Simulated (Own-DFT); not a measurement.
# PBE and PBEsol under strain: C11b WSi2, 30 atoms (Si20W10)

Calculated, not measured: single-point runs of Own-DFT, a retired in-house plane-wave DFT program that no person has reviewed, on unrelaxed cells, without spin or spin-orbit coupling.

Caveats: forces on such cells failed a check on a denser k mesh; stress not checked against mesh or cutoff.

Each geometry was run with PBE and with PBEsol, otherwise alike: PseudoDojo norm-conserving scalar-relativistic files made for PBE; cutoff 50 hartree; 5 x 5 x 5 k mesh centred on Gamma; cold (Marzari-Vanderbilt) smearing of 0.2 eV. Unstrained cell vectors in Å: (-2.148, -5.953, 3.409); (-6.444, 2.976, 1.136); (-2.553, -2.948, -6.757). Each has a uniform strain, of which the change of volume is shown, and random moves of rms u per axis.

| run | volume change (%) | u (Å) | P with PBE (GPa) | P with PBEsol (GPa) |
|---|---|---|---|---|
| 1 | -1.21 | 0.0532 | 10.05 | 5.89 |
| 2 | 1.44 | 0.0446 | 3.72 | -0.30 |
| 3 | -0.57 | 0.0544 | 7.58 | 3.47 |
| 4 | 0.62 | 0.0427 | 4.23 | 0.18 |
| 5 | 0.79 | 0.0504 | 5.28 | 1.22 |
| 6 | -2.91 | 0.0530 | 14.14 | 9.90 |
| 7 | -3.21 | 0.0519 | 15.33 | 11.05 |
| 8 | -1.96 | 0.0553 | 11.65 | 7.44 |
| 9 | -1.54 | 0.0490 | 10.42 | 6.26 |
| 10 | 1.88 | 0.0496 | 2.30 | -1.71 |
| 11 | 0.72 | 0.0583 | 5.75 | ? |

The question: by how much does PBEsol shrink this cell, and what belongs in the blank?

## Worked answer

Write v for the change of volume as a fraction. Fitted to v and u², the PBE pressure has a slope of -248 ± 13 GPa in v, with the ions held to the strained lattice. The difference PBEsol less PBE is -4.09 + 5.2 v GPa (slope ± 0.2) and averages -4.13 GPa. Divided by the mean slope of the two, 245 GPa, that makes PBEsol's volume at a given pressure, near 6 GPa, about 1.7 % smaller, or 0.56 % in lengths. At one volume PBEsol's slope is the smaller by 5 GPa, but its pressure there is lower too. If stiffness rises by about 4 GPa for each GPa, PBEsol at equal pressure is stiffer by about 11 GPa. Files made for PBEsol would give a different shift.

For run 11 the line gives 1.69 GPa. Computed: 1.69 GPa.
